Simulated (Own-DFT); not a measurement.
# Strain and stress in bcc W, 16 atoms (W16)

Calculated results; nothing here was measured. They come from Own-DFT, an in-house plane-wave density functional program, since retired, whose code no person has reviewed. Each row is one single-point run on a periodic cell that was not relaxed, without spin or spin-orbit coupling.

Settings of every run: PBE; PseudoDojo norm-conserving scalar-relativistic files; cutoff 50 hartree; 5 x 5 x 5 k mesh centred on Gamma; cold (Marzari-Vanderbilt) smearing of 0.2 eV.

Known limits: forces on such cells failed a check on a denser k mesh; stress not checked against mesh or cutoff.

Unstrained cell vectors in Å: (6.330, 0.000, 0.000); (0.000, 6.330, 0.000); (0.000, 0.000, 6.330). The unstrained cell has measured lattice constants (interpolated for alloys), not those of this functional. That, the random moves and any unrelaxed bonds set the pressure at no strain. Each run strains this cell uniformly, with the atoms carried along. Every atom was also moved at random, by a Gaussian of width 0.05 Å on each axis. Strain is the symmetric tensor, in per cent. Stress is positive in tension, and the pressure is minus a third of its trace.

| run | e_xx (%) | e_yy (%) | e_zz (%) | e_yz (%) | e_xz (%) | e_xy (%) | s_xx (GPa) | s_yy (GPa) | s_zz (GPa) | s_yz (GPa) | s_xz (GPa) | s_xy (GPa) | P (GPa) | E (meV/atom) |
|---|---|---|---|---|---|---|---|---|---|---|---|---|---|---|
| 1 | -1.62 | 1.67 | 0.80 | 0.96 | -0.56 | 1.47 | -11.37 | -1.98 | -4.09 | 3.28 | -1.89 | 4.05 | 5.81 | 38.6 |
| 2 | -1.72 | 1.31 | -0.99 | -0.47 | 1.65 | -1.58 | -16.74 | -6.83 | -14.62 | -1.18 | 5.01 | -5.03 | 12.73 | 35.9 |
| 3 | 1.30 | -0.78 | -0.38 | -0.57 | -1.46 | 0.58 | -2.82 | -10.21 | -8.55 | -1.36 | -4.54 | 1.60 | 7.19 | 13.4 |
| 4 | -2.00 | 1.72 | -1.54 | -1.56 | -0.99 | 1.80 | -19.15 | -8.01 | -18.14 | -4.74 | -2.76 | 5.45 | 15.10 | 70.4 |
| 5 | 0.98 | -1.14 | -0.28 | 1.68 | -0.33 | 1.41 | -6.22 | -13.06 | -10.09 | 5.22 | -1.63 | 4.57 | 9.79 | 37.9 |
| 6 | -1.98 | -0.99 | -0.50 | 1.77 | -0.31 | -1.19 | -23.51 | -20.23 | -18.55 | 6.37 | -0.83 | -4.06 | 20.76 | 92.3 |
| 7 | 0.02 | -0.15 | -1.78 | 0.83 | 1.87 | 0.45 | -12.16 | -12.45 | -18.21 | 2.85 | 6.14 | 0.87 | 14.27 | 36.3 |
| 8 | -0.05 | 1.62 | 1.96 | -0.23 | -0.59 | 0.12 | -1.00 | 4.01 | 4.85 | -0.68 | -1.53 | 0.44 | -2.62 | 22.5 |
| 9 | -1.49 | -1.75 | -1.86 | 0.49 | 1.62 | -0.79 | -25.23 | -26.91 | -26.63 | 2.16 | 6.26 | -3.32 | 26.26 | 86.5 |
| 10 | 0.58 | 1.25 | -0.03 | 1.26 | -0.31 | -1.11 | -1.74 | 0.55 | -3.75 | 3.65 | -0.79 | -3.14 | 1.65 | 0.0 |
| 11 | -1.02 | -0.67 | -1.83 | 0.40 | -0.84 | 0.80 | -21.06 | -18.85 | -24.06 | 1.07 | -3.40 | 2.18 | 21.32 | 97.9 |
| 12 | 1.00 | -0.47 | -0.73 | 1.86 | 1.06 | 1.85 | -5.37 | -9.55 | -10.46 | 5.14 | 2.77 | 5.30 | 8.46 | 17.8 |
| 13 | -0.66 | -1.09 | -0.07 | -0.12 | 1.73 | 0.76 | -14.32 | -16.26 | -12.19 | -0.76 | 5.71 | 2.66 | 14.26 | 46.4 |
| 14 | -0.66 | -0.77 | 0.59 | 0.37 | 1.14 | 0.17 | -12.66 | -12.41 | -8.10 | 1.03 | 3.67 | 0.20 | 11.06 | 40.8 |
| 15 | 1.77 | -1.56 | 1.60 | -0.44 | -1.32 | -0.73 | ? | ? | ? | ? | ? | ? | ? | ? |

E is the free energy for each atom above the lowest run shown.

## Worked fit

Each stress component was fitted by least squares to a constant and the strains of the runs shown, as fractions, with shears doubled. Shear strains stay in the fit of a normal stress only where such slopes are resolved. The slopes, in GPa:

```
stress  at no strain  per e_xx  per e_yy  per e_zz  scatter
  s_xx          -8.2  584 ± 15  246 ± 15  220 ± 17     0.60
  s_yy          -8.3  275 ± 16  561 ± 16  208 ± 17     0.62
  s_zz          -8.3  263 ± 19  227 ± 18  550 ± 21     0.73
```

Each shear stress against twice its own strain: yz 155 ± 6, xz 161 ± 7, xy 153 ± 5 GPa. These are stiffnesses along x, y and z of the frame in which the cell vectors are given, which need not be the crystal's axes. The atoms are held to the strained lattice; where symmetry lets them move under strain, relaxing them would lower some slopes. The table should be nearly symmetric about its diagonal, and what it lacks of that shows the noise. A ninth of its sum, 348 ± 8 GPa, estimates the bulk modulus near the mean pressure of these runs, 11.9 GPa, so it lies above the value at zero pressure.

## Withheld run

Question: what normal stresses and pressure should run 15 give?

The fit gives s_xx = 1.8, s_yy = -8.9, s_zz = 1.6 and P = 1.8 GPa. The calculation gave 1.24, -8.80, 1.17 and P = 2.13 GPa.
